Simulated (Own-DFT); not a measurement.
## Calculated data, SiC (2H silicon carbide, strained, atoms displaced)

A calculation, not a measurement: plane-wave PBE density functional theory by an unreviewed code, no spin, of a simulated periodic cell, stress positive in tension, free energy of the whole cell less one offset for each atom, forces on such cells passed a denser k mesh, this cell's mesh not checked; offsets are fitted by least squares, one for each functional and potential file, so energies compare only between cells with the same atoms and settings and are not formation energies; the far tail of each file's local potential was reset to the Coulomb form; each entry is a single point on an unrelaxed cell, so the pressure reflects the starting lattice, mostly measured values (interpolated for alloys), from which strain is counted, and rises with the displacements; printed positions are rounded, which can move forces by about a meV/angstrom; the program, named Own-DFT, is a retired in-house code; no spin-orbit coupling. Program: Own-DFT development build.

```cif
# cell vector a (Å): 6.2306 0.0568 -0.0567
# cell vector b (Å): -3.0661 5.2291 -0.0211
# cell vector c (Å): -0.0926 -0.0932 9.9437
data_SiC
_symmetry_space_group_name_H-M 'P 1'
_symmetry_Int_Tables_number 1
_cell_length_a 6.2311
_cell_length_b 6.0618
_cell_length_c 9.9446
_cell_angle_alpha 90.393
_cell_angle_beta 91.060
_cell_angle_gamma 119.859
_cell_volume 325.65
loop_
_atom_site_label
_atom_site_type_symbol
_atom_site_fract_x
_atom_site_fract_y
_atom_site_fract_z
_atom_site_occupancy
Si1 Si 0.01361 0.00499 0.00477 1
Si2 Si 0.15523 0.32362 0.25063 1
C1 C 0.00026 0.01416 0.18938 1
C2 C 0.16034 0.33510 0.44170 1
Si3 Si 0.99661 0.99764 0.50093 1
Si4 Si 0.15551 0.34429 0.74958 1
C3 C 0.99799 0.97946 0.68951 1
C4 C 0.16979 0.33457 0.94145 1
Si5 Si 0.99090 0.49807 0.00168 1
Si6 Si 0.16577 0.83273 0.25472 1
C5 C 0.98916 0.50080 0.19893 1
C6 C 0.16679 0.83028 0.44819 1
Si7 Si 0.98400 0.48244 0.49782 1
Si8 Si 0.17703 0.83387 0.74715 1
C7 C 0.97816 0.49786 0.68820 1
C8 C 0.16568 0.81591 0.94422 1
Si9 Si 0.48946 0.98763 0.99181 1
Si10 Si 0.66379 0.32739 0.24961 1
C9 C 0.50627 0.98545 0.19310 1
C10 C 0.66247 0.32437 0.43356 1
Si11 Si 0.49723 0.00932 0.50413 1
Si12 Si 0.66902 0.33385 0.75670 1
C11 C 0.50763 0.99678 0.68454 1
C12 C 0.66781 0.34576 0.94053 1
Si13 Si 0.50345 0.49939 0.99503 1
Si14 Si 0.66699 0.82546 0.25453 1
C13 C 0.50584 0.50221 0.19435 1
C14 C 0.67573 0.84001 0.43124 1
Si15 Si 0.48677 0.50005 0.50924 1
Si16 Si 0.66296 0.83144 0.75794 1
C15 C 0.51076 0.50432 0.69249 1
C16 C 0.66017 0.82740 0.93939 1
_calc_functional 'PBE'
_calc_potential_files 'PseudoDojo norm-conserving, scalar-relativistic, standard set'
_calc_wave_cutoff 42  # hartree
_calc_occupations 'Fermi-Dirac'
_calc_smearing_width 0.1  # eV
_calc_hardware 'one NVIDIA H100'
_calc_k_mesh '5 x 5 x 3 centred on Gamma'
_calc_free_energy_of_cell_above_offsets '-2.278'  # eV
_calc_pressure 9.35  # GPa
_calc_stress_xx -0.99  # GPa
_calc_stress_yy -13.04  # GPa
_calc_stress_zz -14.04  # GPa
_calc_stress_yz -3.4  # GPa
_calc_stress_xz -3.69  # GPa
_calc_stress_xy 3.95  # GPa
_calc_wall_time 127.5  # s
```

Force:
```tsv
element	x (eV/Å)	y (eV/Å)	z (eV/Å)
Si	-1.166	-0.779	-0.878
Si	0.792	3.579	0.945
C	0.956	-3.429	-0.161
C	0.886	-0.646	0.019
Si	0.228	-0.414	0.375
Si	1.884	-1.886	-0.012
C	-1.691	2.448	0.606
C	-0.735	0.018	-0.521
Si	1.354	-1.141	1.816
Si	0.582	0.991	0.349
C	0.849	-0.454	-1.94
C	-0.394	-0.062	-1.168
Si	-0.453	1.626	0.421
Si	-0.758	-0.271	0.551
C	2.082	-0.107	-0.126
C	-1.232	2.033	-1.785
Si	1.16	1.157	3.045
Si	-0.418	-0.583	-0.035
C	-2.323	0.802	-1.717
C	-1.506	1.049	1.642
Si	1.355	-1.441	-2.071
Si	-0.829	-0.244	-1.102
C	-0.729	0.302	2.309
C	0.953	-2.44	-0.282
Si	-1.569	0.359	2.539
Si	0.278	0.844	-1.465
C	-0.921	-1.85	-1.747
C	-1.155	-0.809	3.628
Si	1.707	0.686	-2.319
Si	1.839	0.407	-1.717
C	-2.129	-1.094	0.384
C	1.105	1.349	0.418
```
